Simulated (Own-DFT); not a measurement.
# Point defects and the pressure they add: C11b WSi2

Calculated, not measured: single-point runs of Own-DFT, a retired in-house plane-wave DFT program that no person has reviewed, on unrelaxed cells, without spin or spin-orbit coupling.

Method: PBEsol; PseudoDojo norm-conserving scalar-relativistic files, made for PBE; cutoff 50 hartree; 5 x 5 x 5 k mesh centred on Gamma; cold (Marzari-Vanderbilt) smearing of 0.2 eV.

Caveats: forces on such cells failed a check on a denser k mesh; stress not checked against mesh or cutoff.

All runs share one cell, with vectors in Å (-2.148, -5.953, 3.409); (-6.444, 2.976, 1.136); (-2.553, -2.948, -6.757) and a volume of 403.2 Å³. The atoms are randomly displaced, by u rms on each axis. The defect's site can differ from row to row.

```
cell,formula,u (Å),P (GPa)
no defect,Si20W10,0.0178,0.28
no defect,Si20W10,0.0217,0.33
no defect,Si20W10,0.0531,2.18
one Si vacancy,Si19W10,0.0270,-1.04
one Si vacancy,Si19W10,0.0289,?
one Si vacancy,Si19W10,0.0486,0.10
one Si vacancy,Si19W10,0.0516,0.27
one Si on a W site,Si21W9,0.0285,2.19
one Si on a W site,Si21W9,0.0297,2.04
one Si on a W site,Si21W9,0.0519,3.58
one W on a Si site,Si19W11,0.0294,5.43
one W on a Si site,Si19W11,0.0468,6.32
one W on a Si site,Si19W11,0.0525,7.14
one W vacancy,Si20W9,0.0294,-0.42
one W vacancy,Si20W9,0.0525,1.39
one W vacancy,Si20W9,0.0550,0.98
```

## Analysis

P = P0 + c u² + a shift for each defect gives P0 = 0.00 GPa, c = 772 ± 52 GPa/Å² and a scatter of 0.19 GPa. The shifts, and each times the cell's volume:

- one W on a Si site: 4.80 ± 0.16 GPa, 12.1 eV
- one Si on a W site: 1.47 ± 0.15 GPa, 3.7 eV
- one W vacancy: -1.06 ± 0.16 GPa, -2.7 eV
- one Si vacancy: -1.70 ± 0.16 GPa, -4.3 eV

Positive is outwards. The product with the volume (160.2 GPa Å³ to the eV) is nearly free of the cell's size; divided by the bulk modulus at the cell's pressure it gives the volume that the defect adds. The atoms around the defects weren't relaxed, which would change these numbers.

## The run left out

The question: what pressure belongs in the blank (one Si vacancy, u = 0.0289 Å)?

From the fit: -1.06 ± 0.22 GPa. DFT gave -0.70 GPa.
